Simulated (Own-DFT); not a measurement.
# Point defects and the pressure they add: diamond germanium

No measurement is shown. These are fixed-geometry runs of a retired plane-wave code named Own-DFT, which no person has reviewed; spin and spin-orbit coupling are neglected.

Settings: PBE; PseudoDojo norm-conserving scalar-relativistic files; cutoff 42 hartree; 3 x 3 x 6 k mesh centred on Gamma; Fermi-Dirac smearing of 0.1 eV.

Caveats (not all hold for every row): not probed for a lower state with spin; smearing too wide for converged forces on cells of this kind; forces on such cells failed a check on a denser k mesh; stress not checked against mesh or cutoff.

All runs share one cell, with vectors in Å (11.316, 0.000, 0.000); (0.000, 11.316, 0.000); (0.000, 0.000, 5.658) and a volume of 724.5 Å³. The atoms are randomly displaced, by u rms on each axis. The defect's site can differ from row to row.

| cell | formula | u (Å) | P (GPa) |
|---|---|---|---|
| no defect | Ge32 | 0.0175 | 3.88 |
| no defect | Ge32 | 0.0489 | 4.32 |
| no defect | Ge32 | 0.0500 | 4.35 |
| one added Ge | Ge33 | 0.0248 | 7.73 |
| one added Ge | Ge33 | 0.0302 | ? |
| one added Ge | Ge33 | 0.0449 | 7.68 |
| one added Ge | Ge33 | 0.0506 | 8.30 |
| one Ge vacancy | Ge31 | 0.0307 | 3.53 |
| one Ge vacancy | Ge31 | 0.0497 | 3.62 |
| one Ge vacancy | Ge31 | 0.0582 | 3.89 |

## Analysis

P = P0 + c u² + a shift for each defect gives P0 = 3.86 GPa, c = 186 ± 62 GPa/Å² and a scatter of 0.18 GPa. The shifts, and each times the cell's volume:

- one added Ge: 3.72 ± 0.14 GPa, 16.8 eV
- one Ge vacancy: -0.60 ± 0.15 GPa, -2.7 eV

Positive is outwards. The product with the volume (160.2 GPa Å³ to the eV) is nearly free of the cell's size; divided by the bulk modulus at the cell's pressure it gives the volume that the defect adds. The atoms around the defects weren't relaxed, which would change these numbers.

## Withheld run

Q: what pressure belongs in the blank (one added Ge, u = 0.0302 Å)?

From the fit: 7.75 ± 0.21 GPa. The hidden result is 8.07 GPa.
